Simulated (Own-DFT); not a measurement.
## Calculated data, Ti₇Si₁₃ (C49 TiSi2 crystal with substituted atoms, atoms displaced)

All values are calculated (Own-DFT development build). A calculation, not a measurement: plane-wave density functional theory by an unreviewed code, no spin, of a simulated periodic cell, stress positive in tension, run twice, with PBE and with PBEsol, both on files made for PBE, so the change isn't that of files made for PBEsol, forces on such cells moved up to 12 meV/angstrom on a denser k mesh; the far tail of each file's local potential was reset to the Coulomb form; each entry is a single point on an unrelaxed cell, so the pressure reflects the starting lattice, taken from the Materials Project, from which strain is counted, and rises with the displacements; printed positions are rounded, which can move forces by about a meV/angstrom; the program, named Own-DFT, is a retired in-house code; no spin-orbit coupling; stress was not checked against mesh or cutoff.

```cif
# cell vector a (Å): 5.2953 -6.7593 3.5652
# cell vector b (Å): 7.0604 0.0000 -7.1303
# cell vector c (Å): 5.2953 6.7593 3.5652
data_Ti7Si13
_symmetry_space_group_name_H-M 'P 1'
_symmetry_Int_Tables_number 1
_cell_length_a 9.2973
_cell_length_b 10.0345
_cell_length_c 9.2973
_cell_angle_alpha 82.631
_cell_angle_beta 93.274
_cell_angle_gamma 82.631
_cell_volume 850.71
loop_
_atom_site_label
_atom_site_type_symbol
_atom_site_fract_x
_atom_site_fract_y
_atom_site_fract_z
_atom_site_occupancy
Ti1 Ti 0.94545 0.92277 0.15207 1
Ti2 Ti 0.84203 0.88524 0.63411 1
Si1 Si 0.60212 0.92617 0.49243 1
Si2 Si 0.19068 0.87535 0.30419 1
Si3 Si 0.90834 0.02577 0.40935 1
Si4 Si 0.89414 0.77339 0.39728 1
Ti3 Ti 0.94534 0.43370 0.16121 1
Ti4 Ti 0.85448 0.37178 0.64992 1
Si5 Si 0.60394 0.42586 0.50069 1
Si6 Si 0.18749 0.38078 0.30485 1
Si7 Si 0.89224 0.53494 0.37898 1
Si8 Si 0.90080 0.27036 0.40391 1
Ti5 Ti 0.74476 0.71236 0.95981 1
Ti6 Ti 0.65198 0.67609 0.44083 1
Si9 Si 0.40970 0.73253 0.29114 1
Si10 Si 0.98243 0.66763 0.10878 1
Ti7 Ti 0.69613 0.82293 0.20102 1
Si11 Si 0.69306 0.57985 0.19576 1
Ti8 Ti 0.54173 0.03062 0.74441 1
Ti9 Ti 0.46178 0.97622 0.25824 1
Si12 Si 0.21659 0.01948 0.08762 1
Si13 Si 0.79054 0.97644 0.90733 1
Si14 Si 0.49573 0.13153 0.99732 1
Si15 Si 0.49600 0.87158 0.00314 1
Ti10 Ti 0.75373 0.22171 0.95296 1
Ti11 Ti 0.66454 0.16525 0.44076 1
Si16 Si 0.41076 0.22267 0.29325 1
Si17 Si 0.98151 0.17773 0.10723 1
Si18 Si 0.70015 0.32446 0.19942 1
Si19 Si 0.69131 0.07530 0.20011 1
Ti12 Ti 0.55213 0.51391 0.75902 1
Ti13 Ti 0.45143 0.47842 0.24605 1
Si20 Si 0.20465 0.52654 0.09532 1
Si21 Si 0.79069 0.47508 0.90741 1
Si22 Si 0.49509 0.62798 0.99145 1
Si23 Si 0.50075 0.38014 0.00830 1
Ti14 Ti 0.34723 0.82760 0.55700 1
Ti15 Ti 0.24335 0.77872 0.05349 1
Si24 Si 0.01454 0.82109 0.89540 1
Si25 Si 0.59168 0.78073 0.70379 1
Si26 Si 0.29902 0.92344 0.80397 1
Si27 Si 0.29535 0.68116 0.79611 1
Ti16 Ti 0.34787 0.32439 0.55458 1
Ti17 Ti 0.25251 0.28364 0.04047 1
Si28 Si 0.01491 0.31102 0.89964 1
Si29 Si 0.58795 0.27550 0.71330 1
Si30 Si 0.29124 0.42682 0.79638 1
Si31 Si 0.30395 0.18508 0.80457 1
Ti18 Ti 0.14437 0.62612 0.35255 1
Ti19 Ti 0.05638 0.57621 0.83898 1
Si32 Si 0.79821 0.62219 0.68368 1
Si33 Si 0.39741 0.58018 0.50426 1
Si34 Si 0.09871 0.72406 0.59709 1
Si35 Si 0.09786 0.47152 0.60381 1
Ti20 Ti 0.14305 0.12518 0.34470 1
Ti21 Ti 0.05997 0.07552 0.84434 1
Si36 Si 0.80724 0.12950 0.68787 1
Si37 Si 0.38866 0.07773 0.50766 1
Si38 Si 0.10014 0.22461 0.59478 1
Si39 Si 0.09957 0.97583 0.60333 1
_calc_functional 'PBE, then PBEsol'
_calc_potential_files 'PseudoDojo norm-conserving, scalar-relativistic, standard set'
_calc_wave_cutoff 42  # hartree
_calc_occupations 'cold (Marzari-Vanderbilt)'
_calc_smearing_width 0.2  # eV
_calc_k_mesh '4 x 4 x 4 centred on Gamma'
_calc_PBE_pressure 4.52  # GPa
_calc_PBE_stress_xx -5.24  # GPa
_calc_PBE_stress_yy -3.33  # GPa
_calc_PBE_stress_zz -4.98  # GPa
_calc_PBE_stress_yz -0.52  # GPa
_calc_PBE_stress_xz -0.02  # GPa
_calc_PBE_stress_xy -0.23  # GPa
_calc_PBEsol_pressure 1.12  # GPa
_calc_PBEsol_stress_xx -1.73  # GPa
_calc_PBEsol_stress_yy 0.29  # GPa
_calc_PBEsol_stress_zz -1.92  # GPa
_calc_PBEsol_stress_yz -0.54  # GPa
_calc_PBEsol_stress_xz -0.02  # GPa
_calc_PBEsol_stress_xy -0.22  # GPa
_calc_rms_change_of_force_components_from_PBE_to_PBEsol 0.025  # eV/angstrom
```

Force:
```csv
force element,PBE force x (eV/Å),PBE force y (eV/Å),PBE force z (eV/Å),PBEsol force x (eV/Å),PBEsol force y (eV/Å),PBEsol force z (eV/Å)
Ti,0.785,-0.466,-0.163,0.758,-0.459,-0.155
Ti,0.964,0.514,2.089,0.956,0.522,2.06
Si,-0.29,-0.831,0.164,-0.288,-0.898,0.152
Si,0.362,0.495,0.21,0.35,0.551,0.204
Si,-1.166,-0.519,-0.459,-1.189,-0.502,-0.467
Si,1.108,-0.346,0.168,1.071,-0.34,0.109
Ti,-2.429,-1.181,0.873,-2.402,-1.187,0.863
Ti,0.102,-0.2,-0.226,0.101,-0.172,-0.216
Si,-0.492,-0.999,0.353,-0.481,-1.053,0.359
Si,0.15,0.185,1.341,0.149,0.238,1.34
Si,0.806,1.122,1.363,0.801,1.099,1.376
Si,0.327,-0.287,-0.741,0.324,-0.284,-0.754
Ti,-0.323,-1.272,-1.706,-0.3,-1.228,-1.681
Ti,0.149,1.243,0.667,0.146,1.212,0.621
Si,-0.092,-0.603,0.272,-0.08,-0.668,0.27
Si,1.214,0.229,-0.957,1.199,0.293,-0.954
Ti,0.334,-0.341,-0.544,0.329,-0.323,-0.526
Si,-0.963,0.084,0.755,-0.924,0.078,0.694
Ti,0.623,0.601,0.731,0.614,0.574,0.716
Ti,-1.646,0.499,-1.844,-1.632,0.475,-1.797
Si,0.699,0.522,-1.115,0.69,0.482,-1.124
Si,-0.54,0.263,0.587,-0.53,0.316,0.579
Si,0.131,-0.184,0.585,0.132,-0.183,0.592
Si,0.07,-0.302,-0.692,0.125,-0.299,-0.642
Ti,-0.355,0.584,-1.105,-0.351,0.558,-1.106
Ti,0.843,1.729,-1.311,0.832,1.733,-1.291
Si,0.232,-0.046,-0.966,0.229,-0.098,-0.966
Si,0.651,0.342,1.52,0.643,0.398,1.537
Si,0.237,0.068,0.101,0.25,0.07,0.111
Si,0.587,-1.069,0.189,0.556,-1.051,0.248
Ti,0.238,0,-1.794,0.239,-0.03,-1.782
Ti,-0.164,0.436,0.396,-0.168,0.449,0.39
Si,0.026,-0.657,-0.503,0.028,-0.713,-0.507
Si,-0.014,-0.36,0.973,-0.015,-0.313,0.969
Si,-0.006,0.565,0.309,0.005,0.553,0.321
Si,-0.652,-0.408,-0.115,-0.666,-0.399,-0.131
Ti,-0.544,-0.133,-0.352,-0.533,-0.15,-0.353
Ti,-0.726,-1.187,0.892,-0.721,-1.165,0.88
Si,-0.729,0.115,-1.151,-0.708,0.069,-1.137
Si,-0.15,0.596,0.829,-0.144,0.653,0.82
Si,0.448,-0.234,-0.281,0.453,-0.233,-0.304
Si,-0.132,-0.003,0.558,-0.15,0,0.557
Ti,-0.102,-0.316,-0.516,-0.093,-0.324,-0.505
Ti,0.218,0.725,1.234,0.213,0.722,1.219
Si,0.245,-0.373,-2.493,0.236,-0.437,-2.495
Si,-0.199,-0.05,0.472,-0.193,0.008,0.476
Si,0.809,-0.452,0.105,0.83,-0.44,0.11
Si,-1.213,-0.233,0.135,-1.232,-0.232,0.134
Ti,0.195,-0.157,0.253,0.18,-0.179,0.244
Ti,-0.248,1.379,0.218,-0.242,1.374,0.23
Si,1.07,-0.228,0.468,1.045,-0.28,0.475
Si,-0.285,0.787,-0.068,-0.284,0.839,-0.075
Si,-0.148,0.099,-0.368,-0.15,0.095,-0.363
Si,-0.372,-0.521,-0.656,-0.382,-0.511,-0.67
Ti,0.82,-0.27,0.294,0.82,-0.273,0.299
Ti,-0.671,0.735,0.139,-0.663,0.747,0.135
Si,0.054,0.079,0.522,0.05,0.026,0.517
Si,-0.139,0.378,-0.053,-0.139,0.43,-0.041
Si,0.345,0.137,0.247,0.354,0.138,0.258
Si,-0.055,-0.283,0.167,-0.046,-0.277,0.176
```
